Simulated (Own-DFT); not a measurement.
# What a defect does to the pressure of its cell: zincblende GaAs

The numbers are computed, not measured, by runs of the plane-wave DFT program Own-DFT (in-house, retired, unreviewed) at fixed positions, with no spin and no spin-orbit coupling.

Method: PBE; PseudoDojo norm-conserving scalar-relativistic files; cutoff 42 hartree; 3 x 3 x 3 k mesh centred on Gamma; Fermi-Dirac smearing of 0.1 eV.

Keep in mind (not all hold for every row): not probed for a lower state with spin; forces not confirmed at this smearing and k mesh; stress not checked against mesh or cutoff.

All runs share one cell, with vectors in Å (10.862, 0.000, 0.000); (0.000, 10.862, 0.000); (0.000, 0.000, 11.796) and a volume of 1391.7 Å³, strained against the parent crystal. The atoms are randomly displaced, by u rms on each axis. The defect's site can differ from row to row.

```
cell,formula,u (Å),P (GPa)
no defect,As32Ga32,0.0277,6.63
no defect,As32Ga32,0.0287,6.64
no defect,As32Ga32,0.0494,7.04
one As vacancy and one Ga vacancy,As31Ga31,0.0290,6.05
one As vacancy and one Ga vacancy,As31Ga31,0.0314,5.97
one As vacancy and one Ga vacancy,As31Ga31,0.0504,6.20
one P on an As site,As31Ga32P,0.0302,6.36
one P on an As site,As31Ga32P,0.0304,6.39
one P on an As site,As31Ga32P,0.0525,6.74
one Al on a Ga site,AlAs32Ga31,0.0290,6.63
one Al on a Ga site,AlAs32Ga31,0.0304,6.67
one Al on a Ga site,AlAs32Ga31,0.0500,6.88
one Al on a Ga site,AlAs32Ga31,0.0547,?
one In on a Ga site,As32Ga31In,0.0287,7.40
one In on a Ga site,As32Ga31In,0.0290,7.37
one In on a Ga site,As32Ga31In,0.0304,7.47
```

## Working it out

P = P0 + c u² + a shift for each defect gives P0 = 6.53 GPa, c = 176 ± 21 GPa/Å² and a scatter of 0.06 GPa. The shifts, and each times the cell's volume:

- one In on a Ga site: 0.73 ± 0.05 GPa, 6.3 eV
- one Al on a Ga site: -0.05 ± 0.05 GPa, -0.5 eV (not resolved)
- one P on an As site: -0.30 ± 0.05 GPa, -2.6 eV
- one As vacancy and one Ga vacancy: -0.71 ± 0.05 GPa, -6.2 eV

Positive is outwards. The product with the volume (160.2 GPa Å³ to the eV) is nearly free of the cell's size; divided by the bulk modulus at the cell's pressure it gives the volume that the defect adds. The atoms around the defects weren't relaxed, which would change these numbers.

## Check

Asked: what pressure belongs in the blank (one Al on a Ga site, u = 0.0547 Å)?

Estimate: 7.00 ± 0.07 GPa. The hidden result is 7.06 GPa.
